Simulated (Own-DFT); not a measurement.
# How strain changes the stress of beta-Si3N4, 112 atoms (N64Si48)

These are calculations, not measurements. The program, named Own-DFT, is a retired in-house plane-wave density functional code that no person has reviewed. Each row is one single-point run on a periodic cell that was not relaxed, without spin or spin-orbit coupling.

Settings of every run: PBE; PseudoDojo norm-conserving scalar-relativistic files; cutoff 42 hartree; 2 x 2 x 4 k mesh centred on Gamma; Fermi-Dirac smearing of 0.1 eV.

Known limits: forces on such cells moved up to 12 meV/angstrom on a denser k mesh; stress not checked against mesh or cutoff.

Unstrained cell vectors in Å: (15.212, 0.000, 0.000); (-7.606, 13.174, 0.000); (0.000, 0.000, 5.818). The unstrained cell has measured lattice constants (interpolated for alloys), not those of this functional. That, the random moves and any unrelaxed bonds set the pressure at no strain. Each run strains this cell uniformly, with the atoms carried along. Every atom was also moved at random, by a Gaussian of width 0.05 Å on each axis. Strain is the symmetric tensor, in per cent. Stress is positive in tension, and the pressure is minus a third of its trace.

| run | e_xx (%) | e_yy (%) | e_zz (%) | e_yz (%) | e_xz (%) | e_xy (%) | s_xx (GPa) | s_yy (GPa) | s_zz (GPa) | s_yz (GPa) | s_xz (GPa) | s_xy (GPa) | P (GPa) | E (meV/atom) |
|---|---|---|---|---|---|---|---|---|---|---|---|---|---|---|
| 1 | -1.64 | -1.70 | 0.60 | 0.24 | -0.11 | 1.64 | -18.61 | -18.64 | -9.77 | 0.43 | -1.41 | 7.75 | 15.67 | 42.9 |
| 2 | -0.64 | 1.22 | 0.76 | 1.64 | -0.86 | -1.68 | -6.26 | -0.86 | -7.21 | 4.09 | -3.07 | -7.61 | 4.77 | 29.9 |
| 3 | -0.87 | -1.84 | -0.58 | -1.63 | 0.86 | -1.73 | -14.67 | -20.87 | -15.82 | -5.09 | 3.12 | -8.87 | 17.12 | 29.9 |
| 4 | -1.95 | -1.07 | -1.98 | -1.61 | 0.51 | 1.22 | -19.20 | -20.54 | -29.96 | -7.27 | 2.22 | 4.15 | 23.23 | 83.0 |
| 5 | -1.74 | 1.82 | 0.60 | -0.58 | -1.86 | 0.20 | -12.52 | 0.50 | -6.60 | -3.21 | -5.50 | 1.18 | 6.21 | 7.5 |
| 6 | 1.67 | 0.88 | 0.55 | -2.00 | -0.01 | -0.75 | 1.63 | -0.71 | -4.59 | -6.85 | -0.53 | -3.85 | 1.22 | 22.1 |
| 7 | -1.18 | 0.65 | -0.53 | 1.07 | -0.04 | 1.15 | -11.71 | -6.70 | -12.46 | 2.96 | -0.51 | 5.48 | 10.29 | 0.0 |
| 8 | -0.65 | 0.40 | 0.00 | -0.96 | 0.36 | -1.12 | -8.01 | -7.08 | -11.81 | -4.87 | 0.50 | -2.19 | 8.97 | 20.7 |
| 9 | -1.30 | 0.47 | 0.34 | 1.69 | 0.28 | 1.66 | -11.44 | -7.35 | -8.51 | 4.53 | -0.58 | 5.93 | 9.10 | 14.5 |
| 10 | 0.80 | -0.16 | 1.43 | -0.79 | 1.85 | 1.76 | -5.14 | -5.01 | -1.67 | -3.55 | 5.54 | 9.35 | 3.94 | 42.6 |
| 11 | 1.06 | -0.70 | -0.75 | 1.54 | 0.12 | 1.72 | -4.56 | -8.64 | -15.54 | 4.71 | 0.62 | 7.78 | 9.58 | 17.9 |
| 12 | 1.15 | 0.93 | -0.18 | 1.82 | 0.32 | 1.60 | -1.59 | -1.36 | -10.68 | 8.29 | 0.85 | 6.16 | 4.54 | 20.1 |
| 13 | 0.54 | -1.27 | 0.88 | 0.28 | -0.88 | 1.22 | -4.99 | -13.66 | -5.05 | -0.39 | -2.68 | 5.61 | 7.90 | 14.2 |
| 14 | -0.35 | -1.09 | 0.31 | 1.21 | 1.85 | -1.48 | -10.58 | -12.48 | -11.36 | 5.17 | 6.72 | -6.75 | 11.47 | 36.5 |
| 15 | -0.90 | 1.61 | -0.46 | 0.07 | -1.21 | -0.90 | ? | ? | ? | ? | ? | ? | ? | ? |

E is the free energy for each atom above the lowest run shown.

## Worked fit

Each stress component was fitted by least squares to a constant and the strains of the runs shown, as fractions, with shears doubled. Shear strains stay in the fit of a normal stress only where such slopes are resolved. The slopes, in GPa:

```
stress,at no strain,per e_xx,per e_yy,per e_zz,scatter
s_xx,-7.4,439 ± 29,179 ± 29,49 ± 42,1.20
s_yy,-7.8,170 ± 27,542 ± 27,141 ± 38,1.10
s_zz,-11.1,92 ± 38,89 ± 39,692 ± 55,1.58
```

Each shear stress against twice its own strain: yz 183 ± 13, xz 155 ± 12, xy 224 ± 14 GPa. These are stiffnesses along x, y and z of the frame in which the cell vectors are given, which need not be the crystal's axes. The atoms are held to the strained lattice; where symmetry lets them move under strain, relaxing them would lower some slopes. The table should be nearly symmetric about its diagonal, and what it lacks of that shows the noise. A ninth of its sum, 266 ± 9 GPa, estimates the bulk modulus near the mean pressure of these runs, 9.6 GPa, so it lies above the value at zero pressure.

## Withheld run

Question: what normal stresses and pressure should run 15 give?

The fit gives s_xx = -8.7, s_yy = -1.2, s_zz = -13.7 and P = 7.9 GPa. The calculation gave -9.50, -0.63, -13.89 and P = 8.01 GPa.
